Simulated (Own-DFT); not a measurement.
## Calculated data, Si2SnGe13 (diamond-structure random alloy, atoms displaced)

All values are calculated (Own-DFT development build). A calculation, not a measurement: plane-wave density functional theory by an unreviewed code, no spin, of a simulated periodic cell, stress positive in tension, run twice, with PBE and with PBEsol, both on files made for PBE, so the change isn't that of files made for PBEsol, forces on such cells moved up to 12 meV/angstrom on a denser k mesh; the far tail of each file's local potential was reset to the Coulomb form; each entry is a single point on an unrelaxed cell, so the pressure reflects the starting lattice, mostly measured values (interpolated for alloys), from which strain is counted, and rises with the displacements; printed positions are rounded, which can move forces by about a meV/angstrom; the program, named Own-DFT, is a retired in-house code; no spin-orbit coupling; stress was not checked against mesh or cutoff.

Si2SnGe13 (diamond-structure random alloy, atoms displaced)

```
Si2SnGe13
1.0
     11.3631     0.0000     0.0000
      0.0000    11.3631     0.0000
      0.0000     0.0000    11.3631
Ge Sn Ge Si Ge Sn Ge Si Ge Si Ge Sn Ge Si Ge Sn Si Ge Si Ge Si Ge
1 1 6 1 1 1 9 1 9 1 1 1 1 2 14 1 1 5 1 3 1 2
Direct
  0.98959 0.99154 0.00328
  0.99473 0.24873 0.24899
  0.25591 0.98827 0.26363
  0.23851 0.25623 0.00534
  0.14167 0.12631 0.12989
  0.12321 0.37429 0.38623
  0.38133 0.12571 0.38242
  0.37419 0.36069 0.12348
  0.00434 0.99921 0.49919
  0.00800 0.25261 0.75095
  0.24690 0.99082 0.74472
  0.24287 0.25919 0.49327
  0.12700 0.11915 0.63426
  0.12780 0.38248 0.87524
  0.37738 0.12593 0.86828
  0.37300 0.36978 0.63532
  0.00189 0.50168 0.00146
  0.99563 0.75080 0.24712
  0.22877 0.50064 0.24566
  0.23630 0.74509 0.00260
  0.11681 0.62585 0.11935
  0.11595 0.87149 0.37866
  0.37665 0.61405 0.37722
  0.37047 0.87258 0.12392
  0.00350 0.49814 0.50487
  0.99787 0.74664 0.75626
  0.25573 0.50626 0.74920
  0.25219 0.74660 0.49629
  0.11395 0.64195 0.62792
  0.12723 0.86660 0.87011
  0.37375 0.63300 0.87129
  0.37048 0.86522 0.62902
  0.49984 0.99686 0.99628
  0.50641 0.25836 0.24995
  0.75411 0.00128 0.24918
  0.75908 0.25130 0.00423
  0.62745 0.12213 0.12374
  0.62870 0.37154 0.36449
  0.87231 0.12698 0.37297
  0.86658 0.38924 0.11761
  0.49574 0.98368 0.50669
  0.49729 0.25454 0.73839
  0.74860 0.99882 0.76137
  0.74415 0.23971 0.49787
  0.62241 0.11515 0.61961
  0.62555 0.37888 0.87117
  0.87211 0.12573 0.87254
  0.87459 0.37797 0.61517
  0.49351 0.50088 0.99408
  0.49454 0.74512 0.24693
  0.74039 0.49760 0.24536
  0.75104 0.75361 0.99417
  0.62588 0.63174 0.12976
  0.63513 0.88942 0.37437
  0.86529 0.62970 0.37043
  0.87551 0.87241 0.11680
  0.50789 0.49738 0.50659
  0.48880 0.76065 0.74974
  0.75174 0.49632 0.75251
  0.76092 0.74470 0.49784
  0.63080 0.62382 0.61284
  0.61661 0.87360 0.87993
  0.89727 0.61754 0.88720
  0.88654 0.87089 0.61663
```

* functional: PBE, then PBEsol
* potential files: PseudoDojo norm-conserving, scalar-relativistic, standard set
* wave cutoff: 49 hartree
* occupations: Fermi-Dirac
* smearing width: 0.1 eV
* k mesh: 3 x 3 x 3 centred on Gamma
* PBE pressure: 5.09 GPa
* PBE stress xx: -5.05 GPa
* PBE stress yy: -5.2 GPa
* PBE stress zz: -5.03 GPa
* PBE stress yz: 0.84 GPa
* PBE stress xz: 0.48 GPa
* PBE stress xy: 0.11 GPa
* PBEsol pressure: 2.25 GPa
* PBEsol stress xx: -2.21 GPa
* PBEsol stress yy: -2.36 GPa
* PBEsol stress zz: -2.19 GPa
* PBEsol stress yz: 0.78 GPa
* PBEsol stress xz: 0.45 GPa
* PBEsol stress xy: 0.11 GPa
* rms change of force components from PBE to PBEsol: 0.049 eV/Å

Force:
| force element | PBE force x (eV/Å) | PBE force y (eV/Å) | PBE force z (eV/Å) | PBEsol force x (eV/Å) | PBEsol force y (eV/Å) | PBEsol force z (eV/Å) |
| --- | --- | --- | --- | --- | --- | --- |
| Ge | 2.229 | 1.685 | -1.181 | 2.137 | 1.611 | -1.147 |
| Sn | 0.768 | 1.1 | -1 | 0.751 | 1.066 | -0.948 |
| Ge | -0.104 | 0.949 | -0.461 | -0.101 | 0.924 | -0.462 |
| Ge | 1.231 | -0.731 | -1.473 | 1.201 | -0.706 | -1.402 |
| Ge | -1.075 | -2.013 | 0.059 | -1.043 | -1.921 | 0.054 |
| Ge | -0.825 | 1.39 | -1.433 | -0.792 | 1.351 | -1.385 |
| Ge | -0.118 | 0.054 | -0.215 | -0.125 | 0.042 | -0.212 |
| Ge | -0.398 | 1.993 | 0.126 | -0.389 | 1.92 | 0.112 |
| Si | -0.438 | 0.869 | 0.117 | -0.425 | 0.848 | 0.117 |
| Ge | -1.082 | 0.06 | -0.196 | -1.039 | 0.045 | -0.189 |
| Sn | 1.173 | 0.631 | 1.455 | 1.139 | 0.609 | 1.407 |
| Ge | 1.706 | -1.966 | 1.933 | 1.652 | -1.899 | 1.875 |
| Ge | -1.609 | 1.988 | -2.799 | -1.542 | 1.957 | -2.68 |
| Ge | 0.091 | 0.039 | -0.203 | 0.085 | 0.029 | -0.185 |
| Ge | -0.823 | 1.761 | 0.102 | -0.79 | 1.696 | 0.089 |
| Ge | -0.913 | 1.306 | -1.986 | -0.871 | 1.264 | -1.916 |
| Ge | 1.397 | -1.506 | 1.254 | 1.302 | -1.477 | 1.163 |
| Ge | 0.063 | -0.427 | -0.245 | 0.023 | -0.385 | -0.207 |
| Ge | 1.655 | -0.392 | 0.206 | 1.631 | -0.424 | 0.255 |
| Ge | 1.435 | -0.046 | -0.356 | 1.393 | 0.026 | -0.375 |
| Si | -0.143 | 0.096 | 1.011 | -0.146 | 0.097 | 0.984 |
| Ge | 0.622 | 0.005 | -0.084 | 0.65 | -0.03 | -0.119 |
| Ge | -0.427 | -0.006 | -0.591 | -0.412 | 0.019 | -0.569 |
| Ge | -0.863 | -1.048 | 0.71 | -0.835 | -1.018 | 0.707 |
| Ge | -0.458 | 1.539 | -0.486 | -0.45 | 1.472 | -0.464 |
| Ge | -0.585 | 0.878 | 0.075 | -0.529 | 0.838 | 0.066 |
| Ge | -0.668 | 0.729 | -0.057 | -0.676 | 0.656 | -0.069 |
| Ge | -0.397 | -0.258 | -0.04 | -0.396 | -0.242 | -0.019 |
| Ge | 1.518 | -1.888 | -0.734 | 1.466 | -1.827 | -0.708 |
| Ge | -1.813 | -0.151 | 1.795 | -1.764 | -0.172 | 1.737 |
| Si | -0.05 | -0.107 | 0.469 | -0.094 | -0.146 | 0.5 |
| Ge | 0.596 | -0.703 | -1.855 | 0.534 | -0.632 | -1.852 |
| Sn | -0.819 | 0.935 | 0.933 | -0.848 | 0.966 | 0.959 |
| Ge | -0.78 | -2.028 | -0.347 | -0.75 | -1.96 | -0.336 |
| Si | 0.298 | 0.232 | -0.636 | 0.289 | 0.234 | -0.621 |
| Si | -1.17 | -0.106 | -0.836 | -1.147 | -0.108 | -0.817 |
| Ge | 1.274 | 1.235 | 0.942 | 1.183 | 1.204 | 0.916 |
| Ge | -1.181 | -1.024 | 3.323 | -1.157 | -1.006 | 3.21 |
| Ge | -0.614 | -2.115 | 1.233 | -0.601 | -1.987 | 1.197 |
| Ge | 1.469 | -1.793 | -1.211 | 1.46 | -1.702 | -1.147 |
| Ge | 0.266 | 0.965 | -0.469 | 0.27 | 0.954 | -0.455 |
| Ge | 1.63 | -1.474 | 1.438 | 1.556 | -1.424 | 1.392 |
| Ge | -0.368 | -0.785 | -1.322 | -0.328 | -0.706 | -1.297 |
| Ge | 0.232 | 0.764 | -0.017 | 0.228 | 0.736 | -0.036 |
| Ge | -0.181 | 0.06 | 0.937 | -0.179 | 0.068 | 0.901 |
| Ge | -0.145 | -1.1 | 0.709 | -0.161 | -1.025 | 0.653 |
| Ge | 0.746 | 0.594 | 0.802 | 0.745 | 0.53 | 0.75 |
| Ge | -0.432 | -1.011 | 1 | -0.408 | -0.962 | 0.972 |
| Ge | 0.194 | 0.439 | 0.44 | 0.221 | 0.384 | 0.447 |
| Ge | 0.305 | 0.925 | 0.948 | 0.296 | 0.879 | 0.897 |
| Sn | 0.979 | 1.387 | 0.379 | 0.952 | 1.354 | 0.366 |
| Si | -0.235 | -0.822 | 0.024 | -0.179 | -0.841 | 0.07 |
| Ge | -1.244 | 1.025 | -2.672 | -1.238 | 0.965 | -2.544 |
| Ge | -0.645 | -1.8 | -0.092 | -0.665 | -1.773 | -0.037 |
| Ge | 2.277 | -0.959 | 0.125 | 2.198 | -0.903 | 0.132 |
| Ge | -1.56 | -0.393 | 1.386 | -1.436 | -0.365 | 1.341 |
| Ge | -0.927 | -1.158 | -0.765 | -0.89 | -1.104 | -0.747 |
| Si | 1.907 | -1.679 | 0.699 | 1.852 | -1.623 | 0.605 |
| Ge | 0.762 | 0.941 | -0.368 | 0.728 | 0.885 | -0.371 |
| Ge | -1.23 | 1.684 | 0.252 | -1.181 | 1.611 | 0.235 |
| Ge | -0.113 | 0.913 | 2.102 | -0.082 | 0.845 | 1.992 |
| Si | 2.017 | -1.969 | -2.056 | 1.975 | -1.853 | -2.015 |
| Ge | -3.621 | 1.777 | -1.936 | -3.461 | 1.701 | -1.892 |
| Ge | -0.788 | 0.51 | 1.134 | -0.787 | 0.434 | 1.124 |
